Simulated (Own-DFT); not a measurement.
# A layer strained by its substrate: wurtzite GaN, 72 atoms (Ga36N36)

The numbers are computed, not measured, by runs of the plane-wave DFT program Own-DFT (in-house, retired, unreviewed) at fixed positions, with no spin and no spin-orbit coupling.

Method: PBE; PseudoDojo norm-conserving scalar-relativistic files; cutoff 42 hartree; 4 x 4 x 3 k mesh centred on Gamma; Fermi-Dirac smearing of 0.1 eV.

Caveats: forces not confirmed at this smearing and k mesh; stress not checked against mesh or cutoff.

Unstrained cell vectors in Å: (9.567, 0.000, 0.000); (-4.783, 8.285, 0.000); (0.000, 0.000, 10.370). The unstrained cell has measured lattice constants (interpolated for alloys), not those of this functional. That, the random moves and any unrelaxed bonds set the pressure at no strain. Each run strains x and y alike by e, as a substrate would, and holds the height along z. Each coordinate of each atom was shifted by a normal deviate of width 0.05 Å. Stress is positive in tension.

| e (%) | u (Å) | (s_xx + s_yy)/2 (GPa) | s_zz (GPa) |
|---|---|---|---|
| -2.50 | 0.052 | -22.38 | -12.96 |
| -0.75 | 0.051 | -11.43 | -9.06 |
| -0.50 | 0.052 | -10.28 | -9.57 |
| 0.25 | 0.054 | ? | ? |
| 0.75 | 0.048 | -3.21 | -7.34 |
| 1.50 | 0.053 | 0.22 | -6.89 |
| 1.75 | 0.045 | 2.08 | -5.95 |
| 2.00 | 0.047 | 2.54 | -5.38 |
| 2.25 | 0.047 | 4.01 | -6.36 |
| 2.50 | 0.050 | 3.96 | -3.99 |

## What the rows give

With e as a fraction, the in-plane stress is -7.2 + 543 e - 2833 e² GPa (errors 9 and 649, scatter 0.43), and s_zz is -8.7 + 154 e GPa (slope ± 14, scatter 0.67). At e = 0 the first slope is C11 + C12 and the second 2 C13, both with the ions held to the strained lattice and at the cell's own pressure. The term in e² is negative: the layer stiffens under compression and softens under tension. A free layer would change its height as e changes, and the in-plane slope would drop by 2 C13²/C33 to the biaxial modulus. At fixed height, a misfit of 1 % moves the in-plane stress by about 5.4 GPa and s_zz by 1.5 GPa.

## The run left out

Q: what are the two stresses at e = 0.25 %?

The fitted form gives -5.8 and -8.3 GPa. DFT gave -6.49 and -7.47 GPa.
